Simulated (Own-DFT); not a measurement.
## Calculated data, SiC (4H silicon carbide, strained, atoms displaced), SiC (2H silicon carbide, atoms displaced), GaP (zincblende, strained, atoms displaced)

All values are calculated (Own-DFT development build). A calculation, not a measurement: plane-wave PBE density functional theory by an unreviewed code, no spin, of a simulated periodic cell, stress positive in tension, free energy of the whole cell less one offset for each atom, forces on such cells passed a denser k mesh, this cell's mesh not checked; offsets are fitted by least squares, one for each functional and potential file, so energies compare only between cells with the same atoms and settings and are not formation energies; the far tail of each file's local potential was reset to the Coulomb form; each entry is a single point on an unrelaxed cell, so the pressure reflects the starting lattice, mostly measured values (interpolated for alloys), from which strain is counted, and rises with the displacements; printed positions are rounded, which can move forces by about a meV/angstrom; the program, named Own-DFT, is a retired in-house code; no spin-orbit coupling.

Settings shared by all entries: functional PBE; potential files PseudoDojo norm-conserving, scalar-relativistic, standard set; wave cutoff 42 hartree; occupations Fermi-Dirac; smearing width 0.1 eV; hardware one NVIDIA H100.

(1) 
```xyz
72
Lattice="9.1195 -0.0848 0.1710 -4.6332 8.1193 -0.0019 0.1861 0.1051 9.9377" Properties=species:S:1:pos:R:3:force_x:R:1:force_y:R:1:force_z:R:1 formula=SiC k_mesh=4_x_4_x_3_centred_on_Gamma free_energy_of_cell_above_offsets=-5.028 pressure=9.5 stress_xx=-11.36 stress_yy=-2.4 stress_zz=-14.75 stress_yz=2.11 stress_xz=5.94 stress_xy=-3.41 wall_time=337.2
Si     0.0842     0.0779     4.0771     -0.118     -0.266     -1.478
Si    -0.0221     1.8360     1.6085      1.154     -0.043     -2.693
C      9.0886    -0.0218     1.1545      1.508     -0.918     -0.367
C     -0.0405     1.8466     3.3638      3.316     -0.579      2.407
Si    -1.3495     2.7924     4.0101     -3.901     -0.173      1.518
Si    -1.6027     4.4646     1.5579       2.18      1.736     -0.067
C     -1.4441     2.7840     0.8883     -1.503     -1.685      2.344
C     -1.5454     4.5370     3.4858      1.531     -0.144     -1.608
Si     6.1077     5.3446     4.1596     -1.364      1.122      1.308
Si    -3.0500     7.2114     1.5821     -0.654       0.86     -1.582
C     -3.0222     5.4135     0.8484     -0.945       0.53       3.18
C     -2.9775     7.3219     3.3811     -1.753     -1.827      1.494
Si    -1.5237     8.0575     4.1040      1.844      1.896      0.232
Si     3.0806     1.7419     1.5486     -0.611      2.432      2.078
C      3.1254     0.0504     0.9485     -1.747     -1.519      1.246
C      3.0997     1.8275     3.5610     -0.299     -2.139     -2.076
Si     1.5868     2.7070     4.1073     -0.145      0.661      0.053
Si     1.5132     4.5099     1.5998      -0.57     -0.294      0.822
C      1.5154     2.7181     0.9192      0.375     -0.573      2.069
C      1.6516     4.5330     3.6055     -3.874     -1.403     -2.578
Si    -0.0138     5.4396     4.1098      1.661     -1.204     -0.268
Si    -0.0915     7.2545     1.5946      1.686     -1.674      0.414
C     -0.0206     5.4611     0.9180     -0.659      -0.53       2.09
C      0.0370     7.1003     3.4585     -0.803      2.819     -0.187
Si     1.5345     8.0933     4.0914      0.494       0.03      0.678
Si     6.1424     1.6394     1.6424      0.008      3.544      1.383
C      6.0993     0.0040     1.0146      0.237     -2.751      0.089
C      6.1517     1.8155     3.5940      0.604     -1.247     -1.336
Si     4.6164     2.6271     4.1577      0.097      1.818     -0.529
Si     4.6110     4.4020     1.7175     -1.449      1.208     -0.681
C      4.6363     2.6795     1.0406     -0.388      -0.98      1.192
C      4.5421     4.4875     3.5608      1.591     -0.658     -0.273
Si     3.0743     5.4135     4.1044      1.049       1.31      1.519
Si     3.0042     7.0722     1.6251      -0.42      2.054     -0.118
C      2.9929     5.3900     1.0145      1.441     -1.467     -0.704
C      3.1219     7.2027     3.4217     -1.047     -0.366      3.115
Si     9.2769     0.0294     9.2584      0.699      0.227     -1.466
Si     4.6164     6.3501     6.6648      0.079      -0.48      0.085
C      0.0713     0.1374     5.9607      2.822     -2.517     -2.386
C      4.6563     6.3590     8.5291      0.359      0.097      0.529
Si     6.1203     5.4015     9.2079      1.054      0.352     -2.724
Si     6.1867     3.5861     6.7782     -0.676      0.462     -2.915
C     -2.9626     5.5438     5.8824     -0.246     -1.092      0.069
C      6.2043     3.6021     8.5763      0.421      0.584      0.844
Si    -1.3466     2.8100     9.0718     -0.108     -0.547     -2.813
Si     7.8296     0.9358     6.6556     -4.313      0.918      1.835
C     -1.4156     2.7586     5.8952      0.149      1.168      -0.18
C      7.8169     0.9191     8.5387     -1.359      0.363      0.626
Si     1.5565     8.0809     9.1096      1.439      2.923     -0.799
Si     1.6116     6.4040     6.5801      0.393     -0.463      0.803
C      6.1969     0.0104     6.0372      0.874      1.185     -1.218
C      1.6767     6.4005     8.4649     -1.104     -0.839     -0.523
Si     3.1499     5.4555     9.0380      0.015     -0.651      1.207
Si     3.1674     3.6802     6.5714     -1.618     -1.062       1.49
C      3.0755     5.3982     6.0575      1.061      2.086     -1.323
C      3.1408     3.6120     8.5176      3.324      2.491     -1.695
Si     4.7023     2.7445     9.1875      -0.33      0.041     -1.699
Si     4.6283     0.8927     6.5574      1.701      2.337      1.688
C      4.5788     2.8050     5.9528       2.67     -1.966      1.702
C      4.6863     1.0097     8.5277      1.122     -1.187     -1.318
Si    -1.3809     8.1756     9.1063      -1.61       0.23     -2.621
Si    -1.4472     6.3574     6.5682      0.208      1.051     -0.351
C      3.1855     0.0618     5.9839     -2.146     -1.544     -1.078
C     -1.4796     6.4122     8.4001      1.129     -0.299      1.225
Si     0.1305     5.5335     9.0467     -0.822      -1.07     -1.108
Si     0.0746     3.7099     6.5441      1.005      0.037       0.57
C      0.1411     5.5717     5.9367     -2.026      -2.01      0.501
C      0.1228     3.7055     8.4393      0.882      0.709     -0.478
Si     1.7391     2.7940     9.0393     -3.817     -1.476     -0.143
Si     1.6148     0.9494     6.5881      1.252       0.95      0.098
C      1.6335     2.7531     5.9807     -0.937     -0.166     -0.218
C      1.7045     0.9923     8.4285     -0.073     -0.423      1.094
```

Units: free_energy_of_cell_above_offsets in eV; pressure, stress_xx, stress_yy, stress_zz, stress_yz, stress_xz, stress_xy in GPa; wall_time in s; force_x, force_y, force_z in eV/Å.

(2) 
```xyz
72
Lattice="9.2481 0.0000 0.0000 -4.6241 8.0091 0.0000 0.0000 0.0000 10.0681" Properties=species:S:1:pos:R:3:force_x:R:1:force_y:R:1:force_z:R:1 formula=SiC k_mesh=4_x_4_x_3_centred_on_Gamma free_energy_of_cell_above_offsets=-3.328 pressure=6.28 stress_xx=-3.63 stress_yy=-8.75 stress_zz=-6.46 stress_yz=1.11 stress_xz=-0.51 stress_xy=0.72 wall_time=340.3
Si     9.1248     0.0564     0.0075      2.474     -3.119      1.935
Si     0.0009     1.8210     2.5707      0.181     -1.201     -0.752
C      4.6401     7.9777     1.9970       -1.9      2.125     -2.438
C     -0.0389     1.7339     4.4046      1.204      1.736      0.709
Si    -0.0278     0.0563     5.0616      1.628     -1.873     -0.156
Si     0.0069     1.7705     7.6247     -0.126     -0.949     -1.671
C     -4.5601     7.9691     6.9563     -1.056      0.634     -0.333
C      0.0119     1.6538     9.4463     -0.618      4.687     -0.078
Si     7.6707     2.7163     9.9990      1.501     -3.665      2.856
Si    -1.5848     4.3542     2.4681      0.274      1.746      1.533
C      7.7279     2.6237     1.9023     -0.555     -0.128     -0.805
C     -1.6052     4.4574     4.4216      1.961     -1.292     -0.619
Si     7.7234     2.6223     5.0524     -1.098      1.094     -1.442
Si    -1.5747     4.3928     7.6074      1.111      0.278     -1.535
C     -1.4926     2.5985     6.8556     -0.623      0.713      2.786
C     -1.5947     4.3369     9.5128      2.224      4.108     -1.936
Si     6.1595     5.2966     9.9545      -0.09      1.093       2.35
Si    -3.1289     7.2106     2.5186      2.238     -2.716      1.001
C      6.1679     5.3053     1.8767      0.098      1.406     -0.867
C     -3.0236     7.1097     4.4742     -2.589      0.683     -1.693
Si     6.1326     5.3174     4.9404      0.633      0.335      1.933
Si    -3.0759     7.0520     7.6118      0.991      1.542     -2.097
C      6.1686     5.3213     6.9884     -0.493     -0.573     -0.936
C     -3.0942     7.1852     9.4157     -1.174     -1.585      1.521
Si     3.0107     0.0005     0.0198      1.415      1.308     -1.203
Si     3.0754     1.7127     2.4321      0.352       5.15      2.374
C      3.0794     0.1096     1.8699     -1.009     -3.904      -0.54
C      3.0376     1.9048     4.4286      1.839     -2.685     -1.308
Si     2.9985     0.0792     5.0050      2.035     -0.453      0.613
Si     3.1123     1.8717     7.4416     -0.695     -2.417      2.176
C      3.1448     0.0040     6.8454     -2.977      1.454      1.193
C      3.1575     1.8071     9.4024     -2.438     -0.881      0.012
Si     1.5327     2.7291    10.0091      1.111     -2.786      0.957
Si     1.4742     4.3859     2.4985      2.075      1.724      0.448
C      1.5503     2.6790     1.8761     -0.417     -0.818     -0.697
C      1.5754     4.3822     4.3984      -0.34      3.384     -0.141
Si     1.6934     2.7775     5.0946     -4.264     -1.776      0.881
Si     1.5640     4.4318     7.5560     -2.609      1.345      0.248
C      1.4852     2.7182     7.0264      1.285     -1.102     -1.927
C      1.6290     4.3920     9.3919     -0.797      2.447      1.136
Si     0.0804     5.2698     0.1017     -0.943      1.255      -2.55
Si    -0.0653     7.1768     2.4867      0.786     -1.253      0.893
C     -0.0198     5.3142     1.9194     -0.384      0.351      0.272
C     -0.1114     7.1382     4.3858      2.112      0.508     -0.469
Si     0.0934     5.4020     5.0449     -2.643     -0.844     -0.177
Si    -0.1397     7.1494     7.6205       2.75     -0.649     -2.333
C     -0.0404     5.3825     6.9445      0.536      -0.96      0.676
C     -0.0529     7.2186     9.3951       0.96       -1.8      2.922
Si     1.6327     8.0051    10.0507     -3.105      0.831      0.491
Si     6.1045     1.8363     2.4848      1.636      -1.88      1.493
C      6.0778     0.0325     1.8707      1.783     -0.318      0.334
C      6.0411     1.6585     4.5183      2.041      5.333     -3.367
Si     6.2364     0.0714     4.9926     -1.883     -5.158      1.309
Si     6.1787     1.7778     7.5451          0     -0.007      0.359
C      6.0654     0.0517     6.8956      1.907      -1.57       0.86
C      6.1853     1.8630     9.5244     -0.179     -2.557     -2.129
Si     4.6046     2.6025     0.0152      0.782      0.999      0.746
Si     4.6285     4.4658     2.4702      -0.53      0.732      0.909
C      4.6728     2.7292     1.9388     -2.352     -0.934     -1.516
C      4.6274     4.3960     4.3962     -0.565      1.433      0.054
Si     4.6264     2.6847     5.0665     -0.113       -0.4     -0.271
Si     4.6288     4.4326     7.5813     -0.053     -0.176      -1.29
C      4.6450     2.6648     6.9371      0.413       1.24     -0.479
C      4.6794     4.3334     9.4068     -0.802       1.79       0.57
Si     3.2123     5.3926     9.9677     -1.336     -3.125      2.469
Si     3.1160     7.0874     2.5810     -1.285      0.931     -3.037
C      3.1010     5.4018     1.8835     -0.629     -1.686     -0.893
C      3.1737     7.0495     4.3189     -1.315      2.045      3.831
Si     3.0852     5.4130     5.0641       0.41     -2.802       -0.5
Si     3.1112     7.1422     7.5245     -1.669     -0.166      0.007
C      3.0106     5.2735     6.9632      2.415      2.024     -0.809
C      3.0748     7.0723     9.4712      0.493      1.743     -1.863
```

Units: free_energy_of_cell_above_offsets in eV; pressure, stress_xx, stress_yy, stress_zz, stress_yz, stress_xz, stress_xy in GPa; wall_time in s; force_x, force_y, force_z in eV/Å.

(3) 
```xyz
64
Lattice="10.8620 0.0000 0.0000 0.0000 10.8620 0.0000 0.0000 0.0000 10.9439" Properties=species:S:1:pos:R:3:force_x:R:1:force_y:R:1:force_z:R:1 formula=GaP k_mesh=3_x_3_x_3_centred_on_Gamma free_energy_of_cell_above_offsets=-29.986 pressure=4.32 stress_xx=-4.33 stress_yy=-4.44 stress_zz=-4.17 stress_yz=0.3 stress_xz=0.02 stress_xy=0.55 wall_time=514.3
Ga     0.0457     0.1059     0.1060     -0.815     -1.396     -1.459
Ga     0.0340     2.6741     2.8767     -0.164      1.256     -0.999
Ga     2.8269    10.8043     2.7787      -1.18      0.905      0.224
Ga     2.6366     2.7232     0.0742      1.302     -1.028      0.286
P      1.3227     1.3783     1.4309       0.93      0.083      0.912
P      1.3953     4.0833     4.2122      0.718     -0.372     -1.527
P      4.0654     1.3764     4.1474      0.974     -0.432     -0.524
P      4.0643     4.1268     1.2765      0.539     -0.682      1.086
Ga    10.7935    10.8186     5.3759       0.89      0.666      1.736
Ga    10.7818     2.8365     8.2535      0.206     -1.049       -0.2
Ga     2.7071     0.0771     8.1162      0.967     -0.362      0.247
Ga     2.7738     2.6783     5.4909      -0.49      0.541      0.719
P      1.3720     1.4018     6.8782     -1.293      0.044     -0.851
P      1.4802     3.8950     9.5853      -1.57      2.668      -0.88
P      4.0817     1.3881     9.5405      0.046      0.544      0.029
P      4.0194     4.1577     6.8704      1.511     -0.998     -0.702
Ga     0.0611     5.5771    10.8771      0.487     -2.039      0.578
Ga    10.8433     8.2437     2.7184      1.048     -1.035      0.166
Ga     2.7838     5.4917     2.6855     -0.711     -0.964      0.028
Ga     2.7289     8.1401    10.9039      0.142      0.408     -0.249
P      1.4945     6.8106     1.2617     -1.356      0.247      1.492
P      1.3355     9.5971     4.1317      1.019      -1.38     -0.703
P      4.0480     6.6963     4.1611      0.524      1.275     -2.235
P      3.9292     9.5687     1.2747      1.955     -0.837      0.557
Ga    10.8087     5.3375     5.3584      0.895      0.936      1.486
Ga    10.8013     8.1104     8.3440      1.678      1.148     -1.397
Ga     2.7791     5.4615     8.2095     -1.369     -0.005      0.093
Ga     2.7388     8.0050     5.3690     -0.261      2.352      1.038
P      1.4085     6.8883     6.7985     -1.289     -1.463      0.821
P      1.5803     9.5026     9.4992      -2.43       0.47      0.485
P      3.9951     6.8314     9.5591      1.919     -0.256      0.011
P      4.2154     9.5580     6.8849     -1.667     -0.578     -0.722
Ga     5.3806    10.8575    10.8627      0.109      0.673      0.875
Ga     5.5003     2.6568     2.7069     -1.092      1.272      0.716
Ga     8.0592     0.1041     2.9015      0.585      -0.67     -1.045
Ga     8.0838     2.7373     0.0748       1.37      0.322     -0.575
P      6.8595     1.4565     1.4183     -0.832     -1.975     -0.531
P      6.8276     4.0334     4.1977     -0.372      0.759     -1.167
P      9.5362     1.3678     4.1634     -0.508      0.071     -0.428
P      9.4720     4.1438     1.3383      0.656        0.2      0.778
Ga     5.4720    10.8098     5.4982     -0.722      1.211      0.234
Ga     5.5628     2.7188     8.1284     -0.674      0.352      0.367
Ga     8.1867     0.0220     8.2324     -1.112     -1.836     -1.231
Ga     8.2153     2.7051     5.4846     -0.034      0.205      0.358
P      6.8881     1.3059     6.7607      -0.34      0.334      0.525
P      6.8511     4.1291     9.6790      -1.06     -1.138     -0.495
P      9.3411     1.3232     9.5076      2.088      1.511      1.912
P      9.5095     4.1239     6.7934     -0.702      0.215      1.049
Ga     5.4778     5.4529     0.0005     -0.763      0.664     -0.291
Ga     5.4504     8.0806     2.6685     -0.776      0.995      0.266
Ga     8.0381     5.6397     2.7502      1.311      -2.22      0.833
Ga     8.1851     8.1828    10.9109     -0.327      0.218     -0.103
P      6.8706     6.8304     1.3314     -1.308      0.463     -0.707
P      6.7077     9.5744     4.1516      1.005     -1.747     -0.886
P      9.5935     6.7462     4.1093     -0.763      1.066     -0.789
P      9.4497     9.4144     1.4024     -0.061       2.14      0.055
Ga     5.3622     5.4525     5.3577      1.503     -1.145      2.228
Ga     5.4803     8.1526     8.1472     -0.573     -0.143      0.973
Ga     7.9760     5.4257     8.2833      2.047      0.269     -0.553
Ga     8.2989     8.2054     5.4526     -1.322     -0.847     -0.291
P      6.8473     6.8261     6.9352     -0.323     -0.039     -2.034
P      6.7135     9.4815     9.6255      1.081       0.04     -0.608
P      9.5371     6.8258     9.6274      -1.31     -0.743     -0.588
P      9.5720     9.4535     6.7794      0.065       0.85      1.607
```

Units: free_energy_of_cell_above_offsets in eV; pressure, stress_xx, stress_yy, stress_zz, stress_yz, stress_xz, stress_xy in GPa; wall_time in s; force_x, force_y, force_z in eV/Å.
